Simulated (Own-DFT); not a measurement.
# How strain changes the stress of wurtzite GaN, 72 atoms (Ga36N36)

The numbers are computed, not measured, by runs of the plane-wave DFT program Own-DFT (in-house, retired, unreviewed) at fixed positions, with no spin and no spin-orbit coupling.

All runs used: PBE; PseudoDojo norm-conserving scalar-relativistic files; cutoff 42 hartree; 4 x 4 x 3 k mesh centred on Gamma; Fermi-Dirac smearing of 0.1 eV.

Known weak points: forces not confirmed at this smearing and k mesh; stress not checked against mesh or cutoff.

Unstrained cell vectors in Å: (9.567, 0.000, 0.000); (-4.783, 8.285, 0.000); (0.000, 0.000, 10.370). The unstrained cell has measured lattice constants (interpolated for alloys), not those of this functional. That, the random moves and any unrelaxed bonds set the pressure at no strain. The cell is deformed uniformly in each run, and the atoms keep their fractional places. Each atom got a random Gaussian move of width 0.05 Å along each axis. Stress is counted positive in tension, P = -(s_xx + s_yy + s_zz)/3, and strain components are those of the symmetric tensor.

```
run,e_xx (%),e_yy (%),e_zz (%),e_yz (%),e_xz (%),e_xy (%),s_xx (GPa),s_yy (GPa),s_zz (GPa),s_yz (GPa),s_xz (GPa),s_xy (GPa),P (GPa),E (meV/atom)
1,-1.64,0.26,1.46,0.05,-0.89,0.00,-14.46,-7.61,-2.18,-0.07,-1.98,-0.35,8.09,36.5
2,0.43,1.59,0.93,1.50,-1.40,-1.59,-4.52,0.01,-2.61,3.55,-2.91,-4.92,2.37,21.5
3,-0.96,1.55,1.15,-1.66,-1.80,1.64,-10.01,-1.34,-2.79,-2.48,-4.26,4.35,4.71,35.3
4,-1.70,-0.81,0.32,0.50,-1.50,0.28,-16.12,-14.45,-8.05,0.70,-3.52,2.11,12.87,53.0
5,-1.38,-0.23,-1.79,-0.79,-0.89,0.43,-16.75,-12.17,-16.20,-2.81,-2.05,-0.14,15.04,56.9
6,-0.29,0.17,0.27,-1.57,0.40,-1.35,-8.64,-6.98,-7.79,-3.31,1.12,-4.93,7.80,33.0
7,-1.29,1.30,0.94,1.02,0.88,-0.41,-10.36,-3.27,-3.93,1.07,1.82,-0.69,5.85,23.8
8,1.26,-1.16,-0.63,-1.27,-0.57,0.53,-4.14,-9.67,-11.54,-2.75,-0.80,2.39,8.45,21.0
9,0.29,-0.99,-0.48,0.43,0.36,1.65,-8.17,-11.47,-11.04,-0.22,0.91,3.81,10.23,36.5
10,1.60,-0.56,2.00,0.99,0.33,-0.09,0.52,-5.78,1.08,2.69,0.66,-0.55,1.39,0.0
11,0.39,-1.35,-0.48,-1.37,-1.47,-1.63,-9.81,-11.45,-11.68,-2.75,-2.39,-6.39,10.98,44.7
12,-1.12,-1.34,-1.67,-2.00,-0.10,-1.98,-17.07,-18.89,-20.36,-6.04,-0.75,-8.57,18.77,111.4
13,-1.48,1.02,1.72,0.54,1.26,1.17,-13.53,-3.76,-1.07,1.53,2.70,4.09,6.12,41.3
14,-1.23,-0.96,-0.13,0.89,-0.36,-0.86,-16.26,-12.24,-11.08,2.09,-0.96,-3.27,13.19,56.9
15,-0.37,-0.19,-1.12,-1.28,1.66,0.71,?,?,?,?,?,?,?,?
```

E is the free energy per atom, counted from the lowest run shown.

## Worked fit

Each stress component was fitted by least squares to a constant and the strains of the runs shown, as fractions, with shears doubled. Shear strains stay in the fit of a normal stress only where such slopes are resolved. The slopes, in GPa:

```
stress,at no strain,per e_xx,per e_yy,per e_zz,scatter
s_xx,-8.4,464 ± 25,122 ± 32,94 ± 28,0.92
s_yy,-7.4,181 ± 30,410 ± 39,101 ± 35,1.13
s_zz,-8.6,62 ± 26,95 ± 33,458 ± 30,0.96
```

The slope of each shear stress on twice its own strain, from a fit on all six strains: yz 99 ± 8, xz 108 ± 5, xy 162 ± 12 GPa. These are stiffnesses along x, y and z of the frame in which the cell vectors are given, with the crystal's c axis along z: C11, C12, C13 and C33. Hexagonal symmetry asks that xx and yy behave alike, which is a second check on the noise. These are clamped-ion slopes: internal relaxation, where symmetry allows it, would soften some. The table should be nearly symmetric about its diagonal, and what it lacks of that shows the noise. A ninth of the table's sum, 221 ± 8 GPa, estimates the bulk modulus near the mean pressure of these runs, 9.0 GPa, so it lies above the value at zero pressure.

## Prediction

The question: what normal stresses and pressure should run 15 give?

The fit gives s_xx = -11.4, s_yy = -10.0, s_zz = -14.1 and P = 11.8 GPa. Computed: -9.37, -10.57, -13.23 and P = 11.06 GPa.
